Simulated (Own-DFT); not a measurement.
# How strain changes the stress of wurtzite AlN, 72 atoms (Al36N36)

These are calculations, not measurements. They come from Own-DFT, an in-house plane-wave density functional program, since retired, whose code no person has reviewed. Each row is one single-point run on a periodic cell that was not relaxed, without spin or spin-orbit coupling.

Settings of every run: PBE; PseudoDojo norm-conserving scalar-relativistic files; cutoff 42 hartree; 4 x 4 x 3 k mesh centred on Gamma; Gaussian smearing of 0.01 eV.

Known limits: k mesh not checked against a denser one; stress not checked against mesh or cutoff.

Unstrained cell vectors in Å: (9.336, 0.000, 0.000); (-4.668, 8.085, 0.000); (0.000, 0.000, 9.964). The unstrained cell has measured lattice constants (interpolated for alloys), not those of this functional. That, the random moves and any unrelaxed bonds set the pressure at no strain. Each run strains this cell uniformly, with the atoms carried along. Every atom was also moved at random, by a Gaussian of width 0.05 Å on each axis. Strain is the symmetric tensor, in per cent. Stress is positive in tension, and the pressure is minus a third of its trace.

| run | e_xx (%) | e_yy (%) | e_zz (%) | e_yz (%) | e_xz (%) | e_xy (%) | s_xx (GPa) | s_yy (GPa) | s_zz (GPa) | s_yz (GPa) | s_xz (GPa) | s_xy (GPa) | P (GPa) | E (meV/atom) |
|---|---|---|---|---|---|---|---|---|---|---|---|---|---|---|
| 1 | 0.77 | 0.89 | -1.57 | 1.97 | -0.32 | 0.74 | -2.70 | -4.12 | -10.64 | 6.00 | -1.17 | 3.95 | 5.82 | 28.6 |
| 2 | -1.61 | 1.69 | -1.29 | 0.99 | -0.56 | 1.73 | -12.18 | -2.66 | -8.33 | 2.18 | -0.40 | 5.39 | 7.72 | 12.6 |
| 3 | -1.61 | 1.06 | -0.67 | -0.88 | 1.64 | -1.03 | -13.24 | -3.04 | -9.85 | -1.50 | 4.89 | -4.31 | 8.71 | 27.6 |
| 4 | 0.44 | -0.15 | -1.10 | -0.65 | 0.11 | -0.98 | -2.85 | -7.56 | -14.22 | -1.77 | -0.40 | -4.43 | 8.21 | 30.4 |
| 5 | -0.15 | -0.59 | -0.15 | -0.40 | -0.18 | -1.29 | -8.49 | -7.61 | -7.30 | -1.61 | -0.67 | -5.89 | 7.80 | 18.3 |
| 6 | 1.98 | 0.71 | -1.01 | -1.27 | -1.12 | 1.27 | 2.58 | -1.48 | -8.10 | -3.74 | -2.15 | 4.92 | 2.33 | 12.6 |
| 7 | -0.11 | -0.06 | -1.86 | -1.61 | -1.56 | 0.11 | -6.61 | -6.08 | -17.70 | -4.13 | -3.70 | 0.04 | 10.13 | 20.3 |
| 8 | -1.92 | 1.89 | 1.38 | -1.24 | 1.10 | 1.23 | -9.97 | -0.15 | -0.63 | -3.30 | 2.31 | 4.48 | 3.58 | 21.8 |
| 9 | 1.08 | 1.71 | -1.18 | 0.16 | -0.75 | 0.83 | 1.51 | 0.87 | -8.22 | -0.24 | -0.85 | 2.74 | 1.95 | 1.4 |
| 10 | 0.79 | -1.60 | -1.23 | 1.16 | 0.89 | 1.08 | -3.30 | -13.19 | -12.85 | 2.87 | 2.52 | 1.91 | 9.78 | 14.2 |
| 11 | -1.29 | -1.07 | -1.83 | -0.51 | -1.47 | -1.53 | -14.18 | -17.37 | -15.48 | -1.94 | -3.45 | -6.92 | 15.68 | 46.7 |
| 12 | 1.94 | -1.88 | 0.91 | -0.54 | -1.16 | 0.73 | 1.58 | -10.32 | -2.30 | -2.17 | -3.93 | 1.28 | 3.68 | 0.0 |
| 13 | 0.78 | 1.89 | -1.21 | -1.93 | -0.77 | 1.69 | -4.46 | 2.65 | -6.71 | -4.68 | -1.93 | 5.92 | 2.84 | 27.5 |
| 14 | -0.10 | -0.69 | -0.25 | -0.24 | 0.81 | -1.60 | -7.46 | -10.54 | -6.11 | -0.80 | 2.73 | -5.26 | 8.03 | 18.1 |
| 15 | -1.47 | -0.60 | -1.58 | -1.15 | -1.43 | 0.93 | -14.61 | -11.26 | -17.44 | -2.69 | -2.81 | 4.76 | 14.43 | 39.6 |
| 16 | 0.01 | 1.93 | 1.97 | 0.49 | -1.13 | -1.78 | -2.95 | 2.67 | 4.40 | 1.28 | -2.16 | -6.93 | -1.37 | 20.0 |
| 17 | 1.97 | -1.90 | 1.02 | -1.98 | -1.23 | 1.34 | -0.19 | -11.62 | -0.32 | -4.25 | -2.91 | 5.02 | 4.04 | 32.4 |
| 18 | -1.23 | 0.12 | -1.05 | -1.01 | -1.31 | -0.79 | ? | ? | ? | ? | ? | ? | ? | ? |

E is the free energy for each atom above the lowest run shown.

## Worked fit

Each stress component was fitted by least squares to a constant and the strains of the runs shown, as fractions, with shears doubled. Shear strains stay in the fit of a normal stress only where such slopes are resolved. The slopes, in GPa:

```
stress,at no strain,per e_xx,per e_yy,per e_zz,scatter
s_xx,-6.0,433 ± 30,98 ± 28,58 ± 31,1.47
s_yy,-6.4,137 ± 29,430 ± 27,77 ± 30,1.42
s_zz,-6.1,108 ± 40,127 ± 37,455 ± 41,1.94
```

Each shear stress against twice its own strain: yz 126 ± 8, xz 121 ± 10, xy 186 ± 12 GPa. These are stiffnesses along x, y and z of the frame in which the cell vectors are given, which need not be the crystal's axes. The atoms are held to the strained lattice; where symmetry lets them move under strain, relaxing them would lower some slopes. The table should be nearly symmetric about its diagonal, and what it lacks of that shows the noise. A ninth of its sum, 214 ± 6 GPa, estimates the bulk modulus near the mean pressure of these runs, 6.7 GPa, so it lies above the value at zero pressure.

## Withheld run

Question: what normal stresses and pressure should run 18 give?

The fit gives s_xx = -11.8, s_yy = -8.4, s_zz = -12.1 and P = 10.8 GPa. The calculation gave -13.36, -5.98, -11.18 and P = 10.17 GPa.
